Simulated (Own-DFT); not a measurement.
## Calculated data, GaP (zincblende, strongly disordered by large displacements), InAs (zincblende, strongly disordered by large displacements)

A calculation, not a measurement: plane-wave PBE density functional theory by an unreviewed code, no spin, of a simulated periodic cell, stress positive in tension, free energy of the whole cell less one offset for each atom, forces on such cells passed a denser k mesh, this cell's mesh not checked; broken bonds can close the gap or carry spin, so checks made on this kind of crystal may not hold here; offsets are fitted by least squares, one for each functional and potential file, so energies compare only between cells with the same atoms and settings and are not formation energies; the far tail of each file's local potential was reset to the Coulomb form; each entry is a single point on an unrelaxed cell, so the pressure reflects the starting lattice, mostly measured values (interpolated for alloys), from which strain is counted, and rises with the displacements; printed positions are rounded, which can move forces by about a meV/angstrom; the program, named Own-DFT, is a retired in-house code; no spin-orbit coupling. Program: Own-DFT development build.

Common to all runs: functional PBE; potential files PseudoDojo norm-conserving, scalar-relativistic, standard set; wave cutoff 42 hartree; occupations Fermi-Dirac; smearing width 0.1 eV; k mesh 3 x 3 x 3 centred on Gamma.

(1) GaP (zincblende, strongly disordered by large displacements)

```cif
# cell vector a (Å): 10.9010 0.0000 0.0000
# cell vector b (Å): 0.0000 10.9010 0.0000
# cell vector c (Å): 0.0000 0.0000 10.9010
data_GaP
_symmetry_space_group_name_H-M 'P 1'
_symmetry_Int_Tables_number 1
_cell_length_a 10.9010
_cell_length_b 10.9010
_cell_length_c 10.9010
_cell_angle_alpha 90.000
_cell_angle_beta 90.000
_cell_angle_gamma 90.000
_cell_volume 1295.39
loop_
_atom_site_label
_atom_site_type_symbol
_atom_site_fract_x
_atom_site_fract_y
_atom_site_fract_z
_atom_site_occupancy
Ga1 Ga 0.98250 0.99945 0.99206 1
Ga2 Ga 0.98309 0.22793 0.21651 1
Ga3 Ga 0.24374 0.02657 0.23657 1
Ga4 Ga 0.24398 0.25356 0.98064 1
P1 P 0.14387 0.13569 0.11727 1
P2 P 0.12468 0.39509 0.39419 1
P3 P 0.40235 0.13758 0.36912 1
P4 P 0.36443 0.38820 0.13413 1
Ga5 Ga 0.99675 0.97675 0.53524 1
Ga6 Ga 0.00019 0.22703 0.74680 1
Ga7 Ga 0.27351 0.02371 0.74330 1
Ga8 Ga 0.28702 0.26681 0.49681 1
P5 P 0.13590 0.12676 0.59294 1
P6 P 0.11475 0.36409 0.85738 1
P7 P 0.36828 0.12120 0.88067 1
P8 P 0.39365 0.37971 0.63142 1
Ga9 Ga 0.01752 0.48572 0.00389 1
Ga10 Ga 0.98397 0.75521 0.24945 1
Ga11 Ga 0.24406 0.47268 0.24663 1
Ga12 Ga 0.24145 0.78385 0.98237 1
P9 P 0.13430 0.60450 0.11727 1
P10 P 0.09252 0.86420 0.37364 1
P11 P 0.37464 0.59457 0.39761 1
P12 P 0.37539 0.85949 0.12526 1
Ga13 Ga 0.99653 0.53783 0.49146 1
Ga14 Ga 0.00894 0.75956 0.75422 1
Ga15 Ga 0.28094 0.50278 0.73976 1
Ga16 Ga 0.24835 0.78055 0.50753 1
P13 P 0.11902 0.58203 0.62121 1
P14 P 0.12273 0.87693 0.84632 1
P15 P 0.38194 0.62367 0.85889 1
P16 P 0.35784 0.86938 0.62065 1
Ga17 Ga 0.50034 0.00035 0.96863 1
Ga18 Ga 0.50037 0.26672 0.23884 1
Ga19 Ga 0.77280 0.00383 0.23596 1
Ga20 Ga 0.73733 0.25472 0.98541 1
P17 P 0.64902 0.13199 0.11724 1
P18 P 0.64758 0.37458 0.35940 1
P19 P 0.88256 0.12192 0.37891 1
P20 P 0.89641 0.39918 0.14019 1
Ga21 Ga 0.49648 0.98142 0.51170 1
Ga22 Ga 0.48812 0.22960 0.72702 1
Ga23 Ga 0.76310 0.01609 0.75388 1
Ga24 Ga 0.76184 0.21423 0.50117 1
P21 P 0.61219 0.10573 0.60109 1
P22 P 0.63769 0.37268 0.88423 1
P23 P 0.88732 0.13139 0.85591 1
P24 P 0.88800 0.39502 0.61433 1
Ga25 Ga 0.49922 0.53416 0.99002 1
Ga26 Ga 0.51121 0.74448 0.21647 1
Ga27 Ga 0.78263 0.52319 0.21411 1
Ga28 Ga 0.73114 0.76881 0.01702 1
P25 P 0.61158 0.61097 0.13970 1
P26 P 0.61727 0.87374 0.38851 1
P27 P 0.86286 0.63548 0.36613 1
P28 P 0.84316 0.86645 0.13979 1
Ga29 Ga 0.52125 0.51847 0.49917 1
Ga30 Ga 0.49338 0.76066 0.75604 1
Ga31 Ga 0.75054 0.49097 0.77952 1
Ga32 Ga 0.73091 0.76977 0.51750 1
P29 P 0.61778 0.64683 0.62067 1
P30 P 0.66026 0.89295 0.90144 1
P31 P 0.87306 0.62177 0.88270 1
P32 P 0.88107 0.84212 0.64978 1
```

It was run with hardware one NVIDIA H100.

Results for GaP (zincblende, strongly disordered by large displacements): free energy of cell above offsets -4.789 eV; pressure 9.09 GPa; stress xx -9.47 GPa; stress yy -8.84 GPa; stress zz -8.94 GPa; stress yz -0.69 GPa; stress xz -2.72 GPa; stress xy 0.69 GPa; wall time 598 s.

Force:
```csv
element,x (eV/Å),y (eV/Å),z (eV/Å)
Ga,1.108,-0.815,0.607
Ga,0.516,0.821,2.229
Ga,2.419,-3.097,3.533
Ga,0.414,1.896,0.864
P,-3.414,0.346,-2.267
P,-0.078,-2.214,-0.616
P,-1.453,-1.549,0.295
P,3.222,-2.422,-4.926
Ga,0.078,0.51,-1.842
Ga,3.364,3.605,-4.759
Ga,-3.207,-1.58,-2.585
Ga,-2.017,-0.027,-1.206
P,0.381,0.209,1.921
P,1.511,0.838,0.017
P,1.493,1.866,0.079
P,1.305,0.034,-1.17
Ga,-0.581,0.626,-2.007
Ga,0.658,-1.963,-1.599
Ga,-2.28,3.131,3.208
Ga,0.321,-2.928,1.122
P,0.432,3.269,0.417
P,3.054,2.297,1.057
P,-2.389,2.973,-2.458
P,-0.828,2.918,-1.054
Ga,-2.623,-2.259,-3.254
Ga,0.832,-6.797,0.731
Ga,-3.191,-1.121,-0.117
Ga,-4.071,-5.478,-4.658
P,3.457,4.574,4.19
P,1.855,3.901,2.363
P,-1.33,2.454,1.319
P,3.795,3.161,4.522
Ga,0.839,-0.623,3.206
Ga,1.847,0.159,-0.095
Ga,-3.227,4.063,4.214
Ga,3.944,-1.869,2.321
P,-2.367,-0.645,0.541
P,-0.109,0.39,0.793
P,1.902,-2.174,-1.337
P,1.314,-4.646,-2.806
Ga,-2.186,-0.76,-2.314
Ga,1.34,0.039,1.58
Ga,-1.43,-1.989,-1.697
Ga,-1.194,4.111,0.406
P,2.397,1.578,3.313
P,-5.42,1.475,-1.778
P,-2.848,-0.812,4.282
P,-1.627,-2.174,1.25
Ga,0.292,-3.204,0.794
Ga,-2.184,2.38,5.177
Ga,-3.428,0.993,3.333
Ga,0.892,-6.259,0.706
P,3.164,-1.596,-2.547
P,0.266,0.428,-3.379
P,-0.859,1.084,1.477
P,5.248,-1.842,-2.12
Ga,1.431,-2.611,-0.446
Ga,1.556,0.587,-0.795
Ga,1.649,1.543,-3.509
Ga,2.205,-0.607,-1.28
P,0.296,-1.551,3.273
P,-3.342,2.248,-5.091
P,0.786,1.273,1.287
P,-3.898,3.829,-2.716
```

(2) GaP (zincblende, strongly disordered by large displacements)

```cif
# cell vector a (Å): 10.9010 0.0000 0.0000
# cell vector b (Å): 0.0000 10.9010 0.0000
# cell vector c (Å): 0.0000 0.0000 10.9010
data_GaP
_symmetry_space_group_name_H-M 'P 1'
_symmetry_Int_Tables_number 1
_cell_length_a 10.9010
_cell_length_b 10.9010
_cell_length_c 10.9010
_cell_angle_alpha 90.000
_cell_angle_beta 90.000
_cell_angle_gamma 90.000
_cell_volume 1295.39
loop_
_atom_site_label
_atom_site_type_symbol
_atom_site_fract_x
_atom_site_fract_y
_atom_site_fract_z
_atom_site_occupancy
Ga1 Ga 0.97817 0.99883 0.01967 1
Ga2 Ga 0.99684 0.27524 0.24355 1
Ga3 Ga 0.23563 0.97991 0.25117 1
Ga4 Ga 0.20850 0.24753 0.99637 1
P1 P 0.13724 0.09645 0.15069 1
P2 P 0.12658 0.37382 0.35659 1
P3 P 0.37141 0.13691 0.38836 1
P4 P 0.37423 0.36365 0.10298 1
Ga5 Ga 0.98474 0.00982 0.48100 1
Ga6 Ga 0.01605 0.23441 0.76529 1
Ga7 Ga 0.26923 0.00079 0.78539 1
Ga8 Ga 0.25550 0.25558 0.48913 1
P5 P 0.12570 0.10907 0.62469 1
P6 P 0.13180 0.35660 0.83921 1
P7 P 0.39502 0.13797 0.89310 1
P8 P 0.37375 0.39791 0.63757 1
Ga9 Ga 0.99613 0.50954 0.00496 1
Ga10 Ga 0.96416 0.76032 0.25444 1
Ga11 Ga 0.24752 0.54099 0.21965 1
Ga12 Ga 0.25186 0.76571 0.00386 1
P9 P 0.10897 0.61208 0.11798 1
P10 P 0.12903 0.87886 0.36170 1
P11 P 0.39833 0.63579 0.36410 1
P12 P 0.36606 0.86942 0.13795 1
Ga13 Ga 0.97697 0.48455 0.48927 1
Ga14 Ga 0.02051 0.76539 0.73347 1
Ga15 Ga 0.23957 0.49111 0.76948 1
Ga16 Ga 0.27686 0.74784 0.48146 1
P13 P 0.09982 0.66772 0.59945 1
P14 P 0.15488 0.83973 0.86826 1
P15 P 0.37136 0.60392 0.85877 1
P16 P 0.35963 0.85876 0.61513 1
Ga17 Ga 0.50425 0.01395 0.04481 1
Ga18 Ga 0.47750 0.26767 0.27593 1
Ga19 Ga 0.72632 0.04492 0.25720 1
Ga20 Ga 0.73356 0.25258 0.01129 1
P17 P 0.64253 0.15765 0.13972 1
P18 P 0.64001 0.38784 0.35825 1
P19 P 0.87686 0.13091 0.36342 1
P20 P 0.89575 0.41664 0.12478 1
Ga21 Ga 0.50925 0.98463 0.53064 1
Ga22 Ga 0.49975 0.29017 0.73641 1
Ga23 Ga 0.73132 0.00112 0.73987 1
Ga24 Ga 0.77367 0.26416 0.50167 1
P21 P 0.60858 0.13215 0.66392 1
P22 P 0.64091 0.41087 0.87616 1
P23 P 0.88572 0.13170 0.87989 1
P24 P 0.85905 0.36330 0.65514 1
Ga25 Ga 0.49852 0.51219 0.98027 1
Ga26 Ga 0.48334 0.75607 0.23356 1
Ga27 Ga 0.76016 0.51144 0.26975 1
Ga28 Ga 0.72958 0.74003 0.00931 1
P25 P 0.68923 0.63219 0.15067 1
P26 P 0.62133 0.87210 0.39080 1
P27 P 0.91349 0.59549 0.32513 1
P28 P 0.85623 0.86898 0.15278 1
Ga29 Ga 0.49101 0.52578 0.48594 1
Ga30 Ga 0.50906 0.74026 0.73093 1
Ga31 Ga 0.76018 0.53879 0.74672 1
Ga32 Ga 0.76571 0.70921 0.51471 1
P29 P 0.60370 0.62414 0.62438 1
P30 P 0.65421 0.87604 0.85033 1
P31 P 0.89464 0.59296 0.85501 1
P32 P 0.88694 0.89675 0.61716 1
```

Here we set hardware one NVIDIA H100.

It finds free energy of cell above offsets 3.471 eV; pressure 10.96 GPa; stress xx -10.46 GPa; stress yy -10.78 GPa; stress zz -11.65 GPa; stress yz 4.12 GPa; stress xz -2.27 GPa; stress xy -0.24 GPa; wall time 565.2 s.

Force:
```csv
element,x (eV/Å),y (eV/Å),z (eV/Å)
Ga,1.094,-0.633,0.473
Ga,-0.15,-2.072,-0.642
Ga,5.126,1.064,0.988
Ga,2.228,-1.217,1.245
P,-4.429,5.151,-4.681
P,1.713,1.703,2.096
P,1.684,-3.639,-0.645
P,-0.422,1.523,0.786
Ga,2.59,-0.508,0.476
Ga,-2.573,-2.473,-3.742
Ga,-0.362,-0.161,-1.417
Ga,-2.137,1.418,2.313
P,0.612,0.622,-0.113
P,-0.189,1.226,4.655
P,-0.767,0.187,0.052
P,-1.723,0.725,-3.957
Ga,2.031,-0.369,-5.296
Ga,5.093,1.12,0.974
Ga,3.602,-4.059,2.725
Ga,1.653,-4.188,2.468
P,0.022,5.624,-0.662
P,-3.31,-3.583,3.521
P,-3.453,-0.31,-2.427
P,-0.049,2.231,-2.318
Ga,1.704,-0.196,1.585
Ga,-3.16,1.541,3.372
Ga,0.338,2.629,-3.274
Ga,-3.578,-0.41,-0.754
P,3.198,-5.313,-3.992
P,-3.173,4.268,-2.18
P,0.789,4.098,1.177
P,1.923,2.379,3.286
Ga,0.117,0.253,-1.781
Ga,0.714,0.778,-1.844
Ga,1.908,-5.607,3.46
Ga,3.948,3.751,-4.493
P,-6.085,-0.118,0.369
P,-2.062,-1.595,2.936
P,-0.028,2.136,-0.068
P,-4.312,-5.384,2.576
Ga,-0.576,1.143,-0.544
Ga,1.691,-1.202,3.159
Ga,4.848,2.337,-1.558
Ga,-1.762,-0.982,-0.612
P,-0.238,0.812,-3.318
P,0.069,-2.214,-0.374
P,-2.24,-1.05,1.19
P,1.312,1.18,-0.73
Ga,0.438,-1.253,2.504
Ga,5.353,-0.769,1.476
Ga,-1.271,-3.756,-0.164
Ga,2.589,3.339,-4.559
P,-6.826,0.842,-0.401
P,0.679,0.313,-1.384
P,1.731,-0.391,5.111
P,-3.099,4.112,-4.068
Ga,1.864,-4.323,1.903
Ga,-3.295,3.885,3.365
Ga,-4.178,-3.084,-2.895
Ga,0.751,2.098,-1.248
P,4.168,-2.662,-2.089
P,-3.869,-4.497,4.729
P,3.602,5.282,2.213
P,-1.864,-1.751,1.043
```

(3) InAs (zincblende, strongly disordered by large displacements)

```cif
# cell vector a (Å): 12.1166 0.0000 0.0000
# cell vector b (Å): 0.0000 12.1166 0.0000
# cell vector c (Å): 0.0000 0.0000 12.1166
data_InAs
_symmetry_space_group_name_H-M 'P 1'
_symmetry_Int_Tables_number 1
_cell_length_a 12.1166
_cell_length_b 12.1166
_cell_length_c 12.1166
_cell_angle_alpha 90.000
_cell_angle_beta 90.000
_cell_angle_gamma 90.000
_cell_volume 1778.86
loop_
_atom_site_label
_atom_site_type_symbol
_atom_site_fract_x
_atom_site_fract_y
_atom_site_fract_z
_atom_site_occupancy
In1 In 0.99915 0.02209 0.98815 1
In2 In 0.98069 0.22260 0.22569 1
In3 In 0.25110 0.00670 0.26025 1
In4 In 0.24249 0.24391 0.99256 1
As1 As 0.12802 0.12607 0.12081 1
As2 As 0.13378 0.37798 0.36437 1
As3 As 0.35562 0.13330 0.39424 1
As4 As 0.37492 0.36911 0.12911 1
In5 In 0.01631 0.98408 0.51811 1
In6 In 0.99446 0.25720 0.77339 1
In7 In 0.25029 0.99842 0.72427 1
In8 In 0.23736 0.23665 0.48660 1
As5 As 0.13219 0.11158 0.64076 1
As6 As 0.12291 0.39272 0.85935 1
As7 As 0.33495 0.09863 0.89863 1
As8 As 0.39545 0.38093 0.64670 1
In9 In 0.01191 0.53617 0.98985 1
In10 In 0.99540 0.76755 0.24741 1
In11 In 0.25942 0.50934 0.23549 1
In12 In 0.25136 0.74962 0.01268 1
As9 As 0.11291 0.61314 0.16165 1
As10 As 0.13751 0.89532 0.37232 1
As11 As 0.36620 0.64110 0.37041 1
As12 As 0.38899 0.89859 0.10737 1
In13 In 0.98952 0.49739 0.50040 1
In14 In 0.98949 0.74016 0.75241 1
In15 In 0.27035 0.50369 0.73919 1
In16 In 0.22747 0.76526 0.49662 1
As13 As 0.12836 0.61515 0.60637 1
As14 As 0.10899 0.87364 0.89693 1
As15 As 0.35487 0.64831 0.87089 1
As16 As 0.37875 0.86172 0.63595 1
In17 In 0.50203 0.01575 0.00737 1
In18 In 0.49832 0.27993 0.25072 1
In19 In 0.74335 0.99194 0.22165 1
In20 In 0.70123 0.25445 0.99527 1
As17 As 0.62846 0.12154 0.16510 1
As18 As 0.61698 0.38006 0.37912 1
As19 As 0.89122 0.12440 0.38248 1
As20 As 0.86282 0.36686 0.10795 1
In21 In 0.47578 0.00793 0.51286 1
In22 In 0.50072 0.24329 0.76138 1
In23 In 0.74313 0.01163 0.72788 1
In24 In 0.76978 0.24841 0.48772 1
As21 As 0.61696 0.13466 0.62430 1
As22 As 0.62157 0.37112 0.87697 1
As23 As 0.84869 0.10645 0.88553 1
As24 As 0.88601 0.39728 0.61201 1
In25 In 0.50130 0.47152 0.02847 1
In26 In 0.49890 0.73814 0.26883 1
In27 In 0.74875 0.50485 0.25199 1
In28 In 0.71126 0.74164 0.00739 1
As25 As 0.64692 0.62894 0.13526 1
As26 As 0.60838 0.91381 0.38420 1
As27 As 0.87733 0.59517 0.36459 1
As28 As 0.87824 0.83305 0.12422 1
In29 In 0.49548 0.52407 0.48359 1
In30 In 0.49530 0.73068 0.75354 1
In31 In 0.74723 0.48955 0.75928 1
In32 In 0.75691 0.74989 0.50631 1
As29 As 0.61412 0.59527 0.61525 1
As30 As 0.62967 0.88509 0.87576 1
As31 As 0.88947 0.63867 0.88505 1
As32 As 0.86188 0.88876 0.62987 1
```

It was run with hardware one NVIDIA H200.

It finds free energy of cell above offsets -7.339 eV; pressure 7.54 GPa; stress xx -8.09 GPa; stress yy -7.04 GPa; stress zz -7.47 GPa; stress yz 2.33 GPa; stress xz -0.49 GPa; stress xy 1.86 GPa; wall time 1158 s.

Force:
```csv
element,x (eV/Å),y (eV/Å),z (eV/Å)
In,0.214,-1.322,1.079
In,0.002,2.193,0.346
In,2.027,1.053,-2.573
In,-0.959,2.822,0.138
As,0.135,-0.66,0.522
As,-0.94,-0.212,-0.073
As,4.316,-2.112,-3.54
As,-3.581,-1.133,-0.594
In,-1.007,0.983,-0.302
In,-1.132,-1.053,-1.015
In,2.267,-3.259,3.554
In,-3.32,3.831,3.549
As,-3.514,4.227,-1.932
As,1.023,0.338,1.465
As,2.424,-0.662,-1.939
As,0.059,-0.78,-2.738
In,1.485,-3.108,1.979
In,2.981,-1.986,4.553
In,1.129,-1.425,1.989
In,-1.101,1.066,1.252
As,-0.778,1.728,-2.191
As,-2.64,-1.623,-0.083
As,-2.176,-1.142,1.152
As,-2.505,-3.385,3.437
In,4.295,1.695,-3.285
In,1.938,1.941,-1.933
In,-1.396,0.754,0.583
In,1.481,-0.884,0.973
As,-0.332,0.745,1.208
As,0.9,-0.727,-1.703
As,0.354,-2.237,0.941
As,-0.404,-0.069,-1.053
In,2.322,1.68,-1.541
In,0.52,-2.736,1.707
In,4.317,-4.241,2.743
In,3.636,-3.63,3.865
As,-4.034,4.444,-3.213
As,1.247,0.506,0.67
As,-0.042,-2.077,-0.261
As,0.157,0.586,-0.045
In,0.167,0.066,0.435
In,-1.211,-0.831,0.683
In,-0.842,0.205,1.631
In,-1.16,1.07,0.951
As,0.058,0.575,-1.088
As,-2.449,2.916,-2.225
As,-0.711,2.271,-0.582
As,-3.525,-4.517,4.336
In,2.119,3.398,-2.259
In,2.208,3.212,-2.025
In,-0.214,-3.34,-0.828
In,2.894,3.169,-3.992
As,-4.468,-2.748,2.496
As,1.25,-2.326,-0.815
As,1.094,3.822,1.152
As,-3.733,3.903,-3.85
In,-2.002,-2.375,-1.014
In,2.066,0.615,-0.335
In,1.233,0.985,-0.536
In,-0.993,-0.488,-0.98
As,2.612,2.724,2.883
As,-0.758,-0.149,-0.596
As,-5.021,0.008,-0.413
As,2.019,-2.293,-0.718
```
